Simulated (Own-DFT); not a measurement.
# Which defects push the lattice out? 4H SiC

No measurement is shown. These are fixed-geometry runs of a retired plane-wave code named Own-DFT, which no person has reviewed; spin and spin-orbit coupling are neglected.

Method: PBE; PseudoDojo norm-conserving scalar-relativistic files; cutoff 42 hartree; 4 x 4 x 3 k mesh centred on Gamma; Fermi-Dirac smearing of 0.1 eV.

Limits (not all hold for every row): not probed for a lower state with spin; forces on such cells failed a check on a denser k mesh; forces on such cells passed a denser k mesh, each cell not checked; stress not checked against mesh or cutoff.

All runs share one cell, with vectors in Å (9.248, 0.000, 0.000); (-4.624, 8.009, 0.000); (0.000, 0.000, 10.068) and a volume of 745.7 Å³. The atoms are randomly displaced, by u rms on each axis. The defect's site can differ from row to row.

| cell | formula | u (Å) | P (GPa) |
|---|---|---|---|
| no defect | C36Si36 | 0.0283 | 3.72 |
| no defect | C36Si36 | 0.0298 | 3.79 |
| no defect | C36Si36 | 0.0597 | 6.21 |
| one Al on a Si site and one N on a C site | AlC35NSi35 | 0.0467 | 4.97 |
| one Al on a Si site and one N on a C site | AlC35NSi35 | 0.0478 | 5.17 |
| one Al on a Si site and one N on a C site | AlC35NSi35 | 0.0512 | 5.53 |
| two N on a C site each | C34N2Si36 | 0.0295 | 2.74 |
| two N on a C site each | C34N2Si36 | 0.0295 | 2.73 |
| two N on a C site each | C34N2Si36 | 0.0491 | 4.18 |
| two N on a C site each | C34N2Si36 | 0.0499 | ? |
| one C vacancy | C35Si36 | 0.0276 | 3.54 |
| one C vacancy | C35Si36 | 0.0454 | 4.47 |
| one C vacancy | C35Si36 | 0.0467 | 4.22 |
| two Al on a Si site each | Al2C36Si34 | 0.0322 | 5.99 |
| two Al on a Si site each | Al2C36Si34 | 0.0483 | 7.05 |
| two Al on a Si site each | Al2C36Si34 | 0.0489 | 7.35 |

## Analysis

P = P0 + c u² + a shift for each defect gives P0 = 3.05 GPa, c = 871 ± 52 GPa/Å² and a scatter of 0.16 GPa. The shifts, and each times the cell's volume:

- two Al on a Si site each: 2.08 ± 0.13 GPa, 9.7 eV (4.8 eV for each of its 2 sites)
- one Al on a Si site and one N on a C site: 0.12 ± 0.13 GPa, 0.6 eV (not resolved)
- one C vacancy: -0.42 ± 0.13 GPa, -2.0 eV
- two N on a C site each: -1.03 ± 0.13 GPa, -4.8 eV (-2.4 eV for each of its 2 sites)

Positive is outwards. The product with the volume (160.2 GPa Å³ to the eV) is nearly free of the cell's size; divided by the bulk modulus at the cell's pressure it gives the volume that the defect adds. The atoms around the defects weren't relaxed, which would change these numbers.

## Prediction

The question: what pressure belongs in the blank (two N on a C site each, u = 0.0499 Å)?

The fit gives 4.18 ± 0.19 GPa. The hidden result is 4.01 GPa.
